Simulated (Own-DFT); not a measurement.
Simulation results for Hf36O71 (tetragonal hafnia with one neutral oxygen vacancy, atoms displaced)

A calculation, not a measurement: plane-wave PBE and HSE06 DFT by an unreviewed code, no spin, of a simulated cell at Gamma alone, so results move with cell size and shape, stress positive in tension, energies less offsets, not probed for a lower state with spin; hafnium file: forces about 75 meV/angstrom off all-electron values; oxygen file: force components 24 meV/angstrom off all-electron in a glass; k mesh not checked against a denser one; forces and stress are PBE's, HSE06 gives the energy alone, and its difference from PBE has offsets of its own; offsets are fitted by least squares, one for each functional and potential file, so energies compare only between cells with the same atoms and settings and are not formation energies; the far tail of each file's local potential was reset to the Coulomb form; each entry is a single point on an unrelaxed cell, so the pressure reflects the starting lattice, taken from the Materials Project, from which strain is counted, and rises with the displacements; printed positions are rounded, which can move forces by about a meV/angstrom; the program is a retired in-house code; no spin-orbit coupling. Program: Own-DFT development build.

Common to all runs: first functional PBE; second functional HSE06; exact exchange share 0.25; screening 0.11 1/bohr; exchange divergence Gygi-Baldereschi; potential files PseudoDojo norm-conserving, scalar-relativistic, made for PBE, standard set; wave cutoff 48 hartree; occupations fixed; k mesh 1 x 1 x 1 centred on Gamma.

(1) 
```cif
# cell vector a (Å): 10.7800 0.0000 0.0000
# cell vector b (Å): 0.0000 10.7800 0.0000
# cell vector c (Å): 0.0000 0.0000 10.4493
data_Hf36O71
_symmetry_space_group_name_H-M 'P 1'
_symmetry_Int_Tables_number 1
_cell_length_a 10.7800
_cell_length_b 10.7800
_cell_length_c 10.4493
_cell_angle_alpha 90.000
_cell_angle_beta 90.000
_cell_angle_gamma 90.000
_cell_volume 1214.30
loop_
_atom_site_label
_atom_site_type_symbol
_atom_site_fract_x
_atom_site_fract_y
_atom_site_fract_z
_atom_site_occupancy
Hf1 Hf 0.99532 0.00180 0.98989 1
Hf2 Hf 0.15982 0.17263 0.23873 1
O1 O 0.98371 0.18074 0.14930 1
O2 O 0.16357 0.99683 0.35648 1
O3 O 0.00458 0.17071 0.40870 1
O4 O 0.16081 0.99405 0.09132 1
Hf3 Hf 0.99893 0.00081 0.49879 1
Hf4 Hf 0.18216 0.16020 0.74784 1
O5 O 0.00098 0.16903 0.65510 1
O6 O 0.17929 0.99652 0.85905 1
O7 O 0.00220 0.17160 0.89589 1
O8 O 0.17687 0.00621 0.61022 1
Hf5 Hf 0.00811 0.35485 0.98706 1
Hf6 Hf 0.17145 0.50223 0.25883 1
O9 O 0.01021 0.49701 0.17175 1
O10 O 0.16365 0.34259 0.33734 1
O11 O 0.00393 0.51037 0.39450 1
O12 O 0.16799 0.31423 0.10179 1
Hf7 Hf 0.99609 0.32409 0.50104 1
Hf8 Hf 0.16786 0.49184 0.76529 1
O13 O 0.00373 0.49496 0.64054 1
O14 O 0.17217 0.33013 0.83483 1
O15 O 0.99941 0.48875 0.89581 1
O16 O 0.16298 0.33878 0.59489 1
Hf9 Hf 0.98937 0.67119 0.01441 1
Hf10 Hf 0.15801 0.82599 0.24117 1
O17 O 0.99578 0.83928 0.14744 1
O18 O 0.18180 0.67103 0.35908 1
O19 O 0.01371 0.83405 0.40498 1
O20 O 0.16271 0.66325 0.09228 1
Hf11 Hf 0.99737 0.67627 0.50374 1
Hf12 Hf 0.16551 0.83468 0.73681 1
O21 O 0.00218 0.84759 0.64845 1
O22 O 0.16430 0.66608 0.84357 1
O23 O 0.00721 0.82896 0.90062 1
O24 O 0.16874 0.66642 0.61211 1
Hf13 Hf 0.33776 0.00394 0.97975 1
Hf14 Hf 0.49178 0.17648 0.24617 1
O25 O 0.32735 0.16625 0.14404 1
O26 O 0.50277 0.00645 0.34848 1
O27 O 0.32772 0.17392 0.39949 1
O28 O 0.48837 0.99213 0.10383 1
Hf15 Hf 0.34259 0.00051 0.50744 1
Hf16 Hf 0.49987 0.17599 0.76283 1
O29 O 0.34363 0.16712 0.64404 1
O30 O 0.50517 0.00401 0.85768 1
O31 O 0.32959 0.17950 0.90047 1
O32 O 0.50695 0.00307 0.60228 1
Hf17 Hf 0.33406 0.33287 0.99970 1
Hf18 Hf 0.49970 0.49674 0.24789 1
O33 O 0.33775 0.50526 0.13501 1
O34 O 0.34445 0.48724 0.39495 1
O35 O 0.49312 0.32941 0.09338 1
Hf19 Hf 0.33504 0.32748 0.50623 1
Hf20 Hf 0.50418 0.51426 0.73843 1
O36 O 0.33147 0.50611 0.66402 1
O37 O 0.50180 0.33742 0.83487 1
O38 O 0.34034 0.50094 0.91115 1
O39 O 0.50202 0.32744 0.58802 1
Hf21 Hf 0.33442 0.66016 0.99383 1
Hf22 Hf 0.49205 0.83968 0.25324 1
O40 O 0.33121 0.82412 0.15611 1
O41 O 0.50586 0.66104 0.33800 1
O42 O 0.33297 0.83568 0.39700 1
O43 O 0.49680 0.67984 0.10035 1
Hf23 Hf 0.34028 0.65933 0.49844 1
Hf24 Hf 0.50203 0.84340 0.76095 1
O44 O 0.32922 0.82547 0.64484 1
O45 O 0.50891 0.66437 0.83927 1
O46 O 0.32690 0.83317 0.90607 1
O47 O 0.50231 0.66937 0.59608 1
Hf25 Hf 0.66653 0.01225 0.99985 1
Hf26 Hf 0.83289 0.17215 0.25981 1
O48 O 0.64470 0.16139 0.15624 1
O49 O 0.82382 0.00347 0.34048 1
O50 O 0.66374 0.17006 0.40534 1
O51 O 0.82152 0.98681 0.09723 1
Hf27 Hf 0.67324 0.98664 0.51047 1
Hf28 Hf 0.82991 0.18428 0.75023 1
O52 O 0.66584 0.16679 0.64578 1
O53 O 0.83659 0.00709 0.84814 1
O54 O 0.66175 0.16716 0.90666 1
O55 O 0.83353 0.00490 0.59548 1
Hf29 Hf 0.66591 0.33692 0.01171 1
Hf30 Hf 0.83415 0.49483 0.25210 1
O56 O 0.67031 0.49237 0.15998 1
O57 O 0.82360 0.33702 0.34217 1
O58 O 0.67340 0.48238 0.41901 1
O59 O 0.84548 0.33415 0.10804 1
Hf31 Hf 0.66323 0.33302 0.48491 1
Hf32 Hf 0.83477 0.49566 0.75238 1
O60 O 0.66476 0.49378 0.64283 1
O61 O 0.83006 0.31635 0.84071 1
O62 O 0.66006 0.50177 0.90409 1
O63 O 0.82339 0.33462 0.60219 1
Hf33 Hf 0.66356 0.66135 0.00950 1
Hf34 Hf 0.82680 0.83063 0.26563 1
O64 O 0.66238 0.82305 0.16176 1
O65 O 0.83244 0.66657 0.33126 1
O66 O 0.65457 0.83824 0.39833 1
O67 O 0.83528 0.66979 0.09420 1
Hf35 Hf 0.65854 0.67046 0.50327 1
Hf36 Hf 0.84994 0.83574 0.75542 1
O68 O 0.65890 0.83602 0.66310 1
O69 O 0.83401 0.66615 0.85059 1
O70 O 0.66639 0.83303 0.89272 1
O71 O 0.83628 0.66895 0.60027 1
_calc_PBE_energy_of_cell_above_offsets '-86.591'  # eV
_calc_HSE06_less_PBE_above_offsets '0.686'  # eV
_calc_PBE_pressure 5.05  # GPa
_calc_PBE_stress_xx -1.66  # GPa
_calc_PBE_stress_yy -8.48  # GPa
_calc_PBE_stress_zz -5.01  # GPa
_calc_PBE_stress_yz -0.18  # GPa
_calc_PBE_stress_xz 0.23  # GPa
_calc_PBE_stress_xy -0.05  # GPa
```

Force:
```
element  x (eV/Å)  y (eV/Å)  z (eV/Å)
     Hf     0.014     0.839     1.477
     Hf     0.172    -1.503     0.688
      O     1.628    -2.158     1.092
      O    -0.458     0.692    -1.075
      O     -0.92    -1.499    -1.763
      O     0.184     0.765     0.464
     Hf     1.975     0.776     0.287
     Hf    -2.541    -0.563    -0.309
      O      0.47     0.104    -0.642
      O    -0.831     1.069    -2.273
      O     0.632      0.23     0.863
      O    -1.057    -0.071    -0.484
     Hf     0.096    -10.66     6.677
     Hf      0.92     1.686    -0.217
      O    -1.799     0.137    -3.515
      O    -0.401    -2.214     1.247
      O    -0.733    -0.189     1.615
      O     -0.29     2.117    -2.517
     Hf     0.522     3.597     1.914
     Hf     0.012     3.988    -4.451
      O    -1.349     0.292     2.374
      O    -0.205    -0.738     2.614
      O    -0.852     6.891    -3.305
      O     0.925    -0.784    -0.281
     Hf     3.399     1.199    -2.353
     Hf     2.692     1.975     0.653
      O     -1.06    -1.328     0.393
      O     -0.32    -1.186    -0.752
      O    -1.781    -0.132    -0.422
      O    -0.231      0.11     0.735
     Hf     2.377    -3.281     0.138
     Hf     1.823     -1.46     1.993
      O    -0.253    -0.249    -0.723
      O     0.221     -0.58     0.877
      O    -1.126     0.641    -0.677
      O    -1.014      0.51    -2.137
     Hf    -1.084    -0.947     4.122
     Hf    -1.559    -1.447     2.178
      O     0.614    -0.024     0.314
      O    -0.769     0.434     0.416
      O     0.342    -0.502     -0.02
      O     1.019     0.038    -1.168
     Hf    -0.182    -0.499    -2.449
     Hf     2.158    -0.885    -3.506
      O    -0.577     0.033     1.261
      O    -1.261     0.648    -0.276
      O     0.728    -2.021    -1.875
      O     -1.09    -0.994     0.639
     Hf    -1.101     1.158     1.252
     Hf    -1.662    -0.297     0.118
      O    -0.265    -0.522     2.369
      O     0.444     0.922     0.618
      O     1.516       0.5     0.299
     Hf    -0.417     0.159    -0.761
     Hf     0.024    -2.384     0.575
      O     0.546    -0.178    -1.227
      O     -0.02      1.53     1.355
      O    -0.626    -1.582    -2.291
      O    -0.816     0.707    -0.031
     Hf    -0.788     2.532     1.948
     Hf    -0.545     0.696    -1.067
      O    -1.463    -0.116    -0.132
      O     0.343    -0.216     1.934
      O     1.386    -0.364     1.594
      O     0.832    -1.497    -1.527
     Hf    -2.796      1.55    -0.551
     Hf    -0.216    -0.944    -0.368
      O     1.655     0.836     0.559
      O    -0.741     1.583     1.182
      O     1.366    -0.478    -1.306
      O    -0.219    -0.503     0.018
     Hf      -0.8    -3.346     1.572
     Hf    -1.239    -0.852    -1.821
      O     4.009     0.648    -1.446
      O     1.072     -0.58     1.982
      O     0.358    -1.666    -1.317
      O     1.296     0.925    -0.411
     Hf    -2.004     3.473    -0.623
     Hf     0.247    -8.854    -5.784
      O    -0.446    -0.218     2.203
      O     0.084    -0.842    -0.312
      O     0.035     2.223    -0.313
      O     1.008    -1.212    -0.039
     Hf      0.47    -0.431    -0.368
     Hf     1.982     0.241     0.132
      O    -1.014     0.315    -1.145
      O     1.217    -0.936     1.763
      O    -0.216     9.151    -4.606
      O    -2.382      1.45    -2.356
     Hf    -0.717    -6.045     5.103
     Hf    -0.313     0.529    -2.588
      O     0.819     1.521     1.873
      O    -0.169     9.925     6.028
      O     1.058    -1.437      0.55
      O     1.876    -0.034    -0.572
     Hf    -0.862     3.085    -0.828
     Hf    -1.016     2.447    -4.296
      O     1.141    -0.308    -0.056
      O    -0.395    -1.019     2.767
      O      1.36    -1.943     1.374
      O    -2.283    -1.009     1.407
     Hf      1.34    -1.045    -0.809
     Hf    -2.965     0.262     1.278
      O     2.277    -0.353    -2.051
      O     0.661    -0.759    -0.397
      O    -0.127     0.121     1.983
      O     -0.98     0.626    -0.284
```

(2) 
```cif
# cell vector a (Å): 10.7800 0.0000 0.0000
# cell vector b (Å): 0.0000 10.7800 0.0000
# cell vector c (Å): 0.0000 0.0000 10.4493
data_Hf36O71
_symmetry_space_group_name_H-M 'P 1'
_symmetry_Int_Tables_number 1
_cell_length_a 10.7800
_cell_length_b 10.7800
_cell_length_c 10.4493
_cell_angle_alpha 90.000
_cell_angle_beta 90.000
_cell_angle_gamma 90.000
_cell_volume 1214.30
loop_
_atom_site_label
_atom_site_type_symbol
_atom_site_fract_x
_atom_site_fract_y
_atom_site_fract_z
_atom_site_occupancy
Hf1 Hf 0.00132 0.99938 0.99988 1
Hf2 Hf 0.16792 0.16915 0.25349 1
O1 O 0.99682 0.16554 0.15569 1
O2 O 0.16899 0.99818 0.34632 1
O3 O 0.99872 0.16411 0.40294 1
O4 O 0.16099 0.00321 0.09828 1
Hf3 Hf 0.00158 0.99696 0.49973 1
Hf4 Hf 0.16648 0.16741 0.74679 1
O5 O 0.99806 0.16501 0.64898 1
O6 O 0.16647 0.99718 0.84751 1
O7 O 0.99910 0.16102 0.90545 1
O8 O 0.17193 0.99878 0.59956 1
Hf5 Hf 0.99715 0.33314 0.00191 1
Hf6 Hf 0.16842 0.49509 0.25291 1
O9 O 0.99615 0.50237 0.15566 1
O10 O 0.16676 0.33113 0.35187 1
O11 O 0.00378 0.49786 0.40224 1
O12 O 0.16287 0.33125 0.09886 1
Hf7 Hf 0.00365 0.33006 0.50130 1
Hf8 Hf 0.16716 0.49553 0.74471 1
O13 O 0.99571 0.49867 0.64901 1
O14 O 0.16441 0.33002 0.84508 1
O15 O 0.00016 0.50047 0.90504 1
O16 O 0.16761 0.33415 0.59969 1
Hf9 Hf 0.99795 0.66358 0.99987 1
Hf10 Hf 0.16749 0.83559 0.25200 1
O17 O 0.99750 0.82985 0.15209 1
O18 O 0.16558 0.66518 0.34713 1
O19 O 0.00418 0.83181 0.39788 1
O20 O 0.16713 0.67170 0.09709 1
Hf11 Hf 0.99863 0.66697 0.49950 1
Hf12 Hf 0.16643 0.83035 0.75389 1
O21 O 0.99554 0.82938 0.65435 1
O22 O 0.16899 0.66672 0.84404 1
O23 O 0.99742 0.83455 0.90337 1
O24 O 0.16794 0.66701 0.59717 1
Hf13 Hf 0.33311 0.00152 0.99972 1
Hf14 Hf 0.49485 0.16372 0.25386 1
O25 O 0.33236 0.16734 0.14915 1
O26 O 0.49878 0.00050 0.34440 1
O27 O 0.33316 0.16821 0.39999 1
O28 O 0.50052 0.99913 0.09879 1
Hf15 Hf 0.33069 0.99780 0.50089 1
Hf16 Hf 0.49757 0.16806 0.74935 1
O29 O 0.33270 0.16308 0.65311 1
O30 O 0.50015 0.00008 0.84889 1
O31 O 0.33199 0.16930 0.90305 1
O32 O 0.49770 0.99809 0.59751 1
Hf17 Hf 0.33251 0.33288 0.99338 1
Hf18 Hf 0.50301 0.49768 0.24612 1
O33 O 0.33627 0.49626 0.15562 1
O34 O 0.50108 0.33465 0.34737 1
O35 O 0.33451 0.50552 0.40479 1
O36 O 0.49834 0.33123 0.10212 1
Hf19 Hf 0.33260 0.33027 0.49761 1
Hf20 Hf 0.49776 0.50088 0.74915 1
O37 O 0.33222 0.49786 0.65114 1
O38 O 0.50489 0.32892 0.85418 1
O39 O 0.33493 0.49587 0.90077 1
O40 O 0.50301 0.33187 0.58997 1
Hf21 Hf 0.33442 0.66590 0.99855 1
Hf22 Hf 0.49916 0.83497 0.24864 1
O41 O 0.32747 0.83434 0.15457 1
O42 O 0.50291 0.66592 0.35194 1
O43 O 0.33238 0.83147 0.40278 1
O44 O 0.49853 0.66483 0.09963 1
Hf23 Hf 0.33518 0.66906 0.49993 1
Hf24 Hf 0.50429 0.83318 0.74994 1
O45 O 0.33307 0.83626 0.65716 1
O46 O 0.49990 0.66715 0.84801 1
O47 O 0.33071 0.83203 0.90170 1
O48 O 0.49318 0.66969 0.60231 1
Hf25 Hf 0.66532 0.00149 0.99856 1
Hf26 Hf 0.83109 0.16716 0.25235 1
O49 O 0.66931 0.16224 0.15679 1
O50 O 0.83540 0.00603 0.34836 1
O51 O 0.83514 0.99845 0.10510 1
Hf27 Hf 0.66647 0.00419 0.50203 1
Hf28 Hf 0.83185 0.16729 0.75117 1
O52 O 0.66385 0.17159 0.65214 1
O53 O 0.83006 0.00006 0.84656 1
O54 O 0.66898 0.16653 0.90734 1
O55 O 0.83310 0.00022 0.59691 1
Hf29 Hf 0.66861 0.33401 0.00545 1
Hf30 Hf 0.83180 0.50509 0.25332 1
O56 O 0.67124 0.49347 0.15130 1
O57 O 0.83075 0.33201 0.34292 1
O58 O 0.66798 0.50116 0.40443 1
O59 O 0.83675 0.33701 0.10173 1
Hf31 Hf 0.66913 0.33494 0.50576 1
Hf32 Hf 0.83308 0.50608 0.74822 1
O60 O 0.66316 0.49813 0.64990 1
O61 O 0.83286 0.33045 0.84752 1
O62 O 0.66348 0.49438 0.90386 1
O63 O 0.83041 0.33500 0.59917 1
Hf33 Hf 0.66612 0.66471 0.99662 1
Hf34 Hf 0.83283 0.83238 0.25367 1
O64 O 0.66776 0.83122 0.15447 1
O65 O 0.83212 0.66671 0.34290 1
O66 O 0.66636 0.83148 0.40285 1
O67 O 0.83815 0.67234 0.09827 1
Hf35 Hf 0.66462 0.66402 0.50189 1
Hf36 Hf 0.83342 0.83136 0.74909 1
O68 O 0.66133 0.82920 0.65089 1
O69 O 0.82981 0.66878 0.84778 1
O70 O 0.66687 0.83080 0.90375 1
O71 O 0.83203 0.66827 0.60096 1
_calc_PBE_energy_of_cell_above_offsets '-100.949'  # eV
_calc_HSE06_less_PBE_above_offsets '-0.135'  # eV
_calc_PBE_pressure 0.79  # GPa
_calc_PBE_stress_xx 0.15  # GPa
_calc_PBE_stress_yy -1.09  # GPa
_calc_PBE_stress_zz -1.42  # GPa
_calc_PBE_stress_yz -0.23  # GPa
_calc_PBE_stress_xz 0.21  # GPa
_calc_PBE_stress_xy -0.02  # GPa
```

Force:
```
element  x (eV/Å)  y (eV/Å)  z (eV/Å)
     Hf     -0.96    -0.411     0.971
     Hf    -0.926    -0.923    -1.422
      O     0.822     0.404     0.118
      O     0.083      0.91     0.705
      O      0.72     0.314     0.428
      O     1.323    -0.136    -0.031
     Hf    -0.417     0.416    -0.085
     Hf    -0.579     -1.09     0.706
      O     0.483     0.218     0.384
      O     0.199     0.756    -0.107
      O     0.027     1.233     -0.62
      O    -1.445     0.111    -0.341
     Hf    -0.185    -0.647      0.21
     Hf    -0.428     1.354    -0.463
      O     1.018     0.022    -0.107
      O     0.181     0.269     0.329
      O    -0.279     0.005     0.444
      O     0.588     0.337    -0.072
     Hf    -1.327     0.068    -0.334
     Hf    -0.366     0.854     0.463
      O     0.651     0.107     0.436
      O     0.083     0.514     0.084
      O    -0.152    -0.369    -0.712
      O    -0.026     -0.19    -0.037
     Hf     0.902     1.159     0.975
     Hf    -1.286    -1.286    -0.828
      O     0.657     0.248     0.525
      O    -0.053    -0.038    -0.142
      O    -0.495      0.23      0.95
      O      0.23    -0.714    -0.591
     Hf      0.99    -0.259    -0.216
     Hf     0.243     0.305     -0.35
      O     0.875     0.237    -0.576
      O    -0.064    -1.129     0.193
      O     0.017    -0.714     -0.45
      O    -0.622    -0.115    -0.129
     Hf    -0.602    -0.384     0.246
     Hf     0.902     1.147    -0.867
      O    -0.309    -0.317     0.385
      O     0.237    -0.323     0.707
      O    -0.086    -0.536      0.11
      O    -0.447    -0.136    -0.232
     Hf      0.65    -0.348     0.006
     Hf     0.449    -0.314     0.355
      O     0.071     0.609    -0.352
      O    -0.007     0.361    -0.076
      O    -0.003    -0.761    -0.605
      O     0.469     0.258     -0.21
     Hf     0.302    -0.143     1.804
     Hf    -0.172     0.183     0.703
      O     -0.74     0.092    -0.346
      O     0.005     -0.45     0.015
      O    -0.284    -1.489    -0.106
      O     0.243     0.146    -0.661
     Hf     0.958     1.258    -0.113
     Hf     0.098    -0.268      0.38
      O     0.292     -0.31     0.305
      O    -0.606     0.538    -1.097
      O    -0.071     0.682    -0.301
      O    -1.471     0.017     1.175
     Hf    -0.834     0.287     0.368
     Hf      0.42    -0.772     0.118
      O     1.456     0.256     -0.42
      O    -0.064     0.155    -0.504
      O     0.137     0.589     0.013
      O      0.36     0.034    -0.335
     Hf    -0.586    -0.181    -0.165
     Hf     -1.14      0.18     0.061
      O      0.05    -0.033    -0.336
      O     0.106    -0.571     0.204
      O     0.218     0.172     0.656
      O     1.114    -0.508     0.023
     Hf     1.154    -0.297     0.924
     Hf     0.623    -0.213    -0.585
      O    -1.174     0.311     0.339
      O    -0.533    -1.249     0.903
      O    -0.548    -0.116    -1.215
     Hf     0.041    -0.099    -0.671
     Hf     0.045    -0.227     0.178
      O      0.23    -0.571     0.046
      O    -0.232    -0.235    -0.209
      O    -0.027     0.035    -0.313
      O    -0.187    -0.201    -0.035
     Hf    -0.157    -0.568      0.21
     Hf     0.504    -1.529    -0.573
      O    -0.636     0.614    -0.082
      O    -0.247     0.551      1.13
      O     0.203    -0.109    -0.125
      O    -0.472    -0.307    -0.771
     Hf     0.044    -0.744    -1.636
     Hf    -0.276    -1.307      0.22
      O     0.247     0.534     0.584
      O      0.24     0.907    -0.031
      O     0.216     1.077    -0.372
      O     1.116    -0.071    -0.064
     Hf      0.32     0.337     0.876
     Hf     0.175     1.296     -1.29
      O     -0.59    -0.132    -0.085
      O     0.254     0.197     1.596
      O      0.19     0.643     0.432
      O    -1.638    -0.643    -0.392
     Hf    -0.885     0.762    -0.357
     Hf    -0.502     0.971     0.326
      O     1.219      0.09     0.201
      O     0.007    -0.757     0.196
      O    -0.286      0.26    -0.178
      O    -0.025    -0.385    -0.394
```
